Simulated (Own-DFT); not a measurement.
# Point defects and the pressure they add: C11b WSi2

No measurement is shown. These are fixed-geometry runs of a retired plane-wave code named Own-DFT, which no person has reviewed; spin and spin-orbit coupling are neglected.

Method: PBEsol; PseudoDojo norm-conserving scalar-relativistic files, made for PBE; cutoff 50 hartree; 5 x 5 x 5 k mesh centred on Gamma; cold (Marzari-Vanderbilt) smearing of 0.2 eV.

Known weak points: forces on such cells failed a check on a denser k mesh; stress not checked against mesh or cutoff.

All runs share one cell, with vectors in Å (-2.148, -5.953, 3.409); (-6.444, 2.976, 1.136); (-2.553, -2.948, -6.757) and a volume of 403.2 Å³. Atoms were moved at random from their sites; u is the rms move along one axis. The defect's site can differ from row to row.

```
cell,formula,u (Å),P (GPa)
no defect,Si20W10,0.0196,0.40
no defect,Si20W10,0.0467,1.44
no defect,Si20W10,0.0481,1.59
one W on a Si site,Si19W11,0.0284,5.51
one W on a Si site,Si19W11,0.0317,5.62
one W on a Si site,Si19W11,0.0455,6.29
one W vacancy,Si20W9,0.0326,0.24
one W vacancy,Si20W9,0.0330,-0.29
one W vacancy,Si20W9,0.0523,1.14
one Si vacancy,Si19W10,0.0306,-0.81
one Si vacancy,Si19W10,0.0315,-0.35
one Si vacancy,Si19W10,0.0574,0.65
one Si on a W site,Si21W9,0.0287,2.52
one Si on a W site,Si21W9,0.0301,2.27
one Si on a W site,Si21W9,0.0524,3.66
one Si on a W site,Si21W9,0.0591,?
```

## What the rows give

P = P0 + c u² + a shift for each defect gives P0 = 0.15 GPa, c = 609 ± 58 GPa/Å² and a scatter of 0.19 GPa. The shifts, and each times the cell's volume:

- one W on a Si site: 4.87 ± 0.16 GPa, 12.3 eV
- one Si on a W site: 1.76 ± 0.16 GPa, 4.4 eV
- one W vacancy: -0.78 ± 0.16 GPa, -2.0 eV
- one Si vacancy: -1.38 ± 0.16 GPa, -3.5 eV

A positive shift means that the defect pushes the cell outwards. Shift times volume (160.2 GPa Å³ is 1 eV) depends little on the cell's size, so, taken for each site, it can be compared between cells at like pressure. The atoms around the defects weren't relaxed, which would change these numbers.

## Check

The question: what pressure belongs in the blank (one Si on a W site, u = 0.0591 Å)?

The fitted form gives 4.04 ± 0.25 GPa. The hidden result is 4.53 GPa.
